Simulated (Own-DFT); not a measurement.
## Calculated data, In₃GaP₄ (zincblende random alloy, atoms displaced)

Computed with Own-DFT development build. A calculation, not a measurement: plane-wave PBE density functional theory by an unreviewed code, no spin, of a simulated periodic cell, stress positive in tension, free energy of the whole cell less one offset for each atom, forces on such cells passed a denser k mesh, this cell's mesh not checked; offsets are fitted by least squares, one for each functional and potential file, so energies compare only between cells with the same atoms and settings and are not formation energies; the far tail of each file's local potential was reset to the Coulomb form; each entry is a single point on an unrelaxed cell, so the pressure reflects the starting lattice, mostly measured values, from which strain is counted, and rises with the displacements; printed positions are rounded, which can move forces by about a meV/angstrom; the program is a retired in-house code; no spin-orbit coupling.

Common to all runs: functional PBE; potential files PseudoDojo norm-conserving, scalar-relativistic, standard set; wave cutoff 42 hartree; occupations Fermi-Dirac; smearing width 0.1 eV; k mesh 3 x 3 x 3 centred on Gamma.

(1) 
```xyz
64
Lattice="11.5283 0.0000 0.0000 0.0000 11.5283 0.0000 0.0000 0.0000 11.5283" Properties=species:S:1:pos:R:3:force_x:R:1:force_y:R:1:force_z:R:1 formula=In3GaP4 free_energy_of_cell_above_offsets=-31.779 pressure=3.93 stress_xx=-3.91 stress_yy=-3.96 stress_zz=-3.92 stress_yz=-0.38 stress_xz=-0.28 stress_xy=0.07
In     0.0750    11.5170     0.0177     -1.214     -0.044     -0.123
Ga    11.4841     2.8981     2.8668     -0.008     -0.187      0.292
In     2.8736     0.0016     2.9037     -0.046     -0.017     -0.302
In     2.9299     2.8555     0.0370     -0.502     -0.136     -0.142
P      1.3659     1.4597     1.4606      0.172      0.767      0.952
P      1.4195     4.2645     4.3304     -0.817      0.001     -1.025
P      4.3258     1.4429     4.3236     -0.073      0.124     -0.307
P      4.2721     4.3593     1.4443      0.431      -0.39      0.231
In     0.0047    11.5121     5.7358      0.351     -0.044      0.229
In    11.4999     2.9119     8.6431     -0.229     -0.234     -0.104
In     2.9392     0.0239     8.7124     -1.148     -0.852     -0.984
In     2.8555     2.8555     5.7155       0.11       -0.2       0.63
P      1.4190     1.4490     7.2293      0.282     -0.302     -0.011
P      1.4403     4.2649    10.0936       0.35      0.308      0.008
P      4.3055     1.3835    10.0857       1.18      1.781     -0.111
P      4.3119     4.3058     7.2016      1.376     -0.236     -0.517
In     0.0268     5.7670    11.4993     -0.154      0.245      0.012
In     0.0114     8.6311     2.8729     -0.368      0.198      0.422
In     2.8712     5.7580     2.8961     -0.546      0.136      0.064
In     2.9080     8.6281     0.0166      0.092      0.034     -0.334
P      1.4273     7.2597     1.4512      0.232     -0.839     -0.181
P      1.4688    10.0429     4.3290     -0.269      0.309     -0.118
P      4.3141     7.1943     4.3168      1.521      0.023      0.061
P      4.3470    10.0755     1.4483      0.515     -0.444      0.741
In     0.0064     5.8156     5.7229      0.375     -0.511      0.636
Ga     0.0153     8.6236     8.6431     -0.135      0.222     -0.059
In     2.8897     5.7107     8.5961     -0.289      0.201      0.629
In     2.8810     8.6346     5.7693      0.308      0.018     -0.068
P      1.4886     7.2268     7.2160     -1.187      0.262       0.67
P      1.4033    10.0652    10.1152      0.082     -0.784     -1.111
P      4.3151     7.1607    10.0627      0.628      1.023     -0.805
P      4.3090    10.0931     7.1686      0.625     -0.521       1.08
In     5.7605    11.5235    11.4958      0.237     -0.127       0.47
In     5.7609     2.9484     2.9347     -0.244     -0.377     -0.601
In     8.6294     0.0326     2.8347      0.091     -0.251      0.346
In     8.6762     2.8672    11.4925     -0.321     -0.226      0.492
P      7.1757     1.4548     1.4398     -0.164      0.374      -0.17
P      7.2252     4.3211     4.3038     -0.518      0.962      1.158
P     10.0828     1.4338     4.3633      0.659      0.547     -1.389
P     10.1115     4.2831     1.4190      0.447      -0.06      0.791
In     5.7284     0.0227     5.7577      0.494     -0.107      0.205
Ga     5.6982     2.9328     8.6620      0.637     -0.326     -0.019
In     8.6988     0.0022     8.6822     -0.878     -0.355     -0.512
In     8.6554     2.8557     5.7646     -0.189      0.391     -0.016
P      7.2239     1.4562     7.1885     -1.017      0.346      1.132
P      7.2358     4.3217    10.1324     -1.169     -0.383     -0.925
P     10.0434     1.4249    10.0723      1.161      0.059      0.443
P     10.0799     4.3324     7.1583      0.111       0.32      0.246
In     5.7202     5.7603     0.0221      0.313       0.02      -0.34
Ga     5.7981     8.6571     2.8880     -0.039      0.004      0.089
In     8.6274     5.7838     2.8584      0.396     -0.113      0.055
Ga     8.6506     8.5816     0.0310     -0.108      0.534     -0.251
P      7.1930     7.2077     1.4218     -0.058      1.285      0.127
P      7.1969    10.0991     4.3296       0.24      -1.31     -0.016
P     10.1047     7.1932     4.3529     -1.119      1.046     -0.016
P     10.0780    10.0513     1.4650     -0.603     -0.316     -1.037
Ga     5.7403     5.7591     5.7695      0.295      0.064     -0.071
Ga     5.7879     8.6916     8.5872     -0.115     -0.316      0.166
In     8.6419     5.7792     8.6461     -0.095     -0.511     -0.213
Ga     8.6899     8.6503     5.7780     -0.276      0.016     -0.029
P      7.2288     7.1886     7.1997     -0.985      0.937     -0.915
P      7.1781    10.0878    10.0794      0.442     -1.539       -0.1
P     10.0406     7.2344    10.0392      0.643      1.069      0.577
P     10.1020    10.1008     7.2101      0.086      -1.57     -0.029
```

Units: free_energy_of_cell_above_offsets in eV; pressure, stress_xx, stress_yy, stress_zz, stress_yz, stress_xz, stress_xy in GPa; force_x, force_y, force_z in eV/Å.

(2) 
```xyz
64
Lattice="11.5283 0.0000 0.0000 0.0000 11.5283 0.0000 0.0000 0.0000 11.5283" Properties=species:S:1:pos:R:3:force_x:R:1:force_y:R:1:force_z:R:1 formula=In3GaP4 free_energy_of_cell_above_offsets=-31.981 pressure=3.88 stress_xx=-3.84 stress_yy=-3.91 stress_zz=-3.9 stress_yz=-0.31 stress_xz=0.31 stress_xy=0.06
In     0.0344     0.0568     0.0078     -0.277     -0.323     -0.054
In    11.5168     2.8975     2.8816     -0.208     -0.054      0.058
In     2.8413    11.5231     2.8903      0.546     -0.401      0.072
Ga     2.8638     2.9016     0.0464      0.228      0.043     -0.297
P      1.4697     1.4663     1.4724      0.472      0.729     -0.811
P      1.4073     4.3147     4.3292      0.282      0.062      0.091
P      4.2964     1.4433     4.3355      1.056     -1.274      0.327
P      4.3784     4.3002     1.4199     -1.413     -0.022     -0.474
In     0.0155    11.5075     5.7771     -0.343       0.18      0.235
In    11.5237     2.8739     8.6217       0.03      0.177      0.104
In     2.8993    11.4968     8.6753      0.186      -0.01     -0.323
In     2.8876     2.8263     5.7311     -0.711      0.239      0.106
P      1.4410     1.4352     7.2282      0.227     -0.245     -0.138
P      1.4080     4.3283    10.1011      0.951      -0.61      0.501
P      4.3329     1.4416    10.0955     -1.263      0.595      0.907
P      4.2664     4.2872     7.1273      0.383     -0.044      0.744
In    11.5215     5.8122    11.5166     -0.242     -0.139      0.116
Ga     0.0725     8.6534     2.9305     -0.654     -0.155      -0.24
In     2.8282     5.7846     2.8690      0.551     -0.357      0.031
Ga     2.9089     8.6358    11.4921      0.036      0.198       0.28
P      1.4369     7.2315     1.4336       0.01      1.467     -0.127
P      1.4318    10.0580     4.3575      0.118     -1.012     -0.268
P      4.2827     7.2395     4.3301      0.264      0.878     -0.205
P      4.3839    10.0861     1.4680     -0.443     -1.306     -0.149
In     0.0174     5.7851     5.7836     -0.451     -0.211     -0.087
In     0.0549     8.6226     8.6067     -0.855      0.722      0.493
In     2.9333     5.7386     8.6432     -0.549      0.074     -0.199
Ga     2.8108     8.6299     5.7190      0.587       0.03      0.347
P      1.4070     7.2565     7.2022      1.706     -0.309     -0.829
P      1.4371    10.0738    10.0813      0.634     -0.597       0.95
P      4.3310     7.1631    10.1068     -0.096      1.843       -0.3
P      4.3615    10.0350     7.2091      0.093     -0.332     -0.693
In     5.7641     0.0158    11.5109      0.192     -0.059      0.309
In     5.7301     2.8330     2.8395      0.169      0.026      0.495
In     8.6783    11.5220     2.9000     -0.757     -0.279      0.023
In     8.6282     2.8505     0.0132      0.035      0.525     -0.307
P      7.2217     1.4584     1.4562     -0.045     -0.653     -0.012
P      7.1833     4.2941     4.3001      0.574      -0.66      0.655
P     10.0854     1.4059     4.3082     -0.316      1.097      1.031
P     10.0725     4.3282     1.4416      0.273     -0.044     -0.409
Ga     5.7652    11.5131     5.7922     -0.026       0.08     -0.074
In     5.7181     2.8623     8.6832      0.337      0.517     -0.598
In     8.5899    11.4712     8.6508      0.704      1.001     -0.367
Ga     8.6431     2.9030     5.7447      0.019     -0.143     -0.025
P      7.2221     1.4734     7.1861     -0.186     -0.115     -1.092
P      7.1665     4.3541    10.1059      0.496     -0.183     -0.317
P     10.0966     1.4827    10.0768     -0.314     -0.632     -0.073
P     10.0543     4.3174     7.2294     -0.389     -0.483     -1.058
In     5.7867     5.8133     0.0099     -0.059     -0.321       0.17
Ga     5.8161     8.6193     2.8472     -0.366      0.194      0.382
In     8.6358     5.7162     2.8633      0.036      0.468      0.367
In     8.6588     8.6350     0.0195      0.047      0.519      -0.27
P      7.2294     7.2272     1.4251     -0.689       0.37      1.075
P      7.1614    10.0701     4.3534     -1.096      0.383     -0.521
P     10.0532     7.2162     4.3531      0.946      0.321     -1.101
P     10.0820    10.0962     1.4557      1.237     -0.677      0.514
In     5.7377     5.7157     5.7610      0.123      0.563     -0.107
Ga     5.7623     8.6226     8.6269      0.111      0.062      0.209
In     8.6906     5.8121     8.6636     -0.974     -0.321     -0.271
In     8.6545     8.6859     5.7459     -0.302     -0.172      0.251
P      7.1728     7.2397     7.1910      -0.37      0.173      0.672
P      7.2303    10.1269    10.0810     -1.257     -1.544     -0.084
P     10.0693     7.2417    10.0605      0.533       0.16      0.267
P     10.0573    10.0878     7.2156      0.464     -0.007      0.101
```

Units: free_energy_of_cell_above_offsets in eV; pressure, stress_xx, stress_yy, stress_zz, stress_yz, stress_xz, stress_xy in GPa; force_x, force_y, force_z in eV/Å.

(3) 
```xyz
64
Lattice="11.5283 0.0000 0.0000 0.0000 11.5283 0.0000 0.0000 0.0000 11.5283" Properties=species:S:1:pos:R:3:force_x:R:1:force_y:R:1:force_z:R:1 formula=In3GaP4 free_energy_of_cell_above_offsets=-31.551 pressure=4 stress_xx=-3.99 stress_yy=-4.03 stress_zz=-3.99 stress_yz=0.07 stress_xz=0.49 stress_xy=0.38
Ga     0.0021    11.5126    11.4482     -0.052      0.546      0.741
In     0.0002     2.9170     2.8525     -0.249     -0.216      0.422
In     2.9176    11.4977     2.8577     -0.228      0.915      0.289
Ga     2.8698     2.8131    11.4644      0.074      0.365      0.205
P      1.4611     1.4947     1.4604      0.048     -0.572     -1.645
P      1.3963     4.3418     4.3646      0.343      0.044     -0.668
P      4.3240     1.4367     4.3726      0.632      0.775      -1.37
P      4.3527     4.3408     1.4201     -0.452     -1.829        0.2
Ga    11.5171    11.5173     5.8160      0.019      0.075     -0.179
Ga    11.4864     2.8569     8.6473      0.273      0.186     -0.083
Ga     2.8786    11.4622     8.6234      0.058      0.535      0.008
In     2.8687     2.9077     5.7309      0.011     -0.152      0.364
P      1.4470     1.4435     7.2172      -0.74     -0.701       0.64
P      1.4599     4.3503    10.0545      -0.49     -2.046      0.478
P      4.3665     1.4558    10.0620     -2.037     -0.308     -0.064
P      4.2959     4.3250     7.2119      0.246      0.152      0.014
In     0.0477     5.7484     0.0272      -0.22     -0.211     -0.013
In    11.5265     8.6643     2.9212      0.104      0.398     -0.314
In     2.9023     5.7643     2.8679     -0.216     -0.276       0.21
In     2.8377     8.6303     0.0036      0.302      0.254     -0.047
P      1.4417     7.2185     1.4562     -0.125      -0.04      0.263
P      1.4880    10.1195     4.3204     -1.077      0.378      0.931
P      4.2936     7.1852     4.3763      0.138      0.311     -0.676
P      4.2793    10.1162     1.4235      0.766     -0.712     -0.265
In     0.0047     5.7919     5.7600     -0.248     -0.075       0.55
In    11.5045     8.6338     8.6618      0.118      0.047      0.229
In     2.8234     5.7645     8.6575      0.908      0.132     -0.225
In     2.8629     8.6149     5.7839     -0.087      0.454     -0.126
P      1.4588     7.2113     7.2242      -0.51      0.115      0.047
P      1.4357    10.1424    10.1216     -0.009      0.631     -0.551
P      4.3280     7.2080    10.1065     -0.545       0.07     -0.242
P      4.3130    10.0948     7.1567     -0.455      0.108      1.342
In     5.7445     0.0000    11.4709      0.049      0.042      0.661
Ga     5.7789     2.9064     2.8602      0.057     -0.313      0.072
In     8.6448    11.4933     2.9164     -0.064      0.434     -0.495
In     8.6071     2.8903    11.4909      0.558      0.086       0.36
P      7.2475     1.4137     1.4047     -1.075      0.583      0.891
P      7.2403     4.3299     4.3106     -0.381     -1.135      0.102
P     10.0699     1.3947     4.2971      0.457      0.592      1.698
P     10.0718     4.3465     1.4568     -0.027     -0.214      -0.48
In     5.7603    11.4945     5.7379      0.095      0.585      0.379
In     5.7743     2.8803     8.6640     -0.153      0.331     -0.606
In     8.6527    11.4969     8.6312     -0.005      0.666      0.105
Ga     8.6033     2.8862     5.7425      0.291     -0.186      0.176
P      7.1784     1.4502     7.2073      0.887      0.366     -0.786
P      7.2060     4.3142    10.0640      0.514      1.127     -0.574
P     10.1176     1.4616    10.0984      0.909       -0.3      -0.24
P     10.0637     4.3482     7.2314     -0.659     -0.708      0.409
In     5.7154     5.7448    11.4959      0.772      0.154      0.145
In     5.7604     8.6027     2.8697     -0.281      0.342       0.04
In     8.6488     5.7851     2.8600      0.278     -0.039      0.442
In     8.6607     8.6409     0.0049     -0.285      0.343     -0.043
P      7.2306     7.1882     1.4465     -0.524      0.077     -0.438
P      7.1921    10.1282     4.3098     -0.234     -0.864       -0.1
P     10.1087     7.2315     4.3433     -0.318     -0.266      -0.26
P     10.0675    10.1232     1.4380      1.118      0.306     -0.797
In     5.7594     5.8031     5.7528      0.018     -0.949      0.177
In     5.7862     8.5947     8.6693     -0.545      0.694      -0.15
Ga     8.5983     5.7792     8.6514      0.259     -0.082      0.023
In     8.6280     8.6483     5.7149      -0.22      -0.02      0.404
P      7.1543     7.2009     7.2145      1.437     -0.553       0.35
P      7.1768    10.1054    10.0664      0.396     -0.428      0.164
P     10.0826     7.1760    10.1483     -0.553     -0.647     -1.134
P     10.0486    10.0469     7.2250      0.928      0.621      -0.96
```

Units: free_energy_of_cell_above_offsets in eV; pressure, stress_xx, stress_yy, stress_zz, stress_yz, stress_xz, stress_xy in GPa; force_x, force_y, force_z in eV/Å.
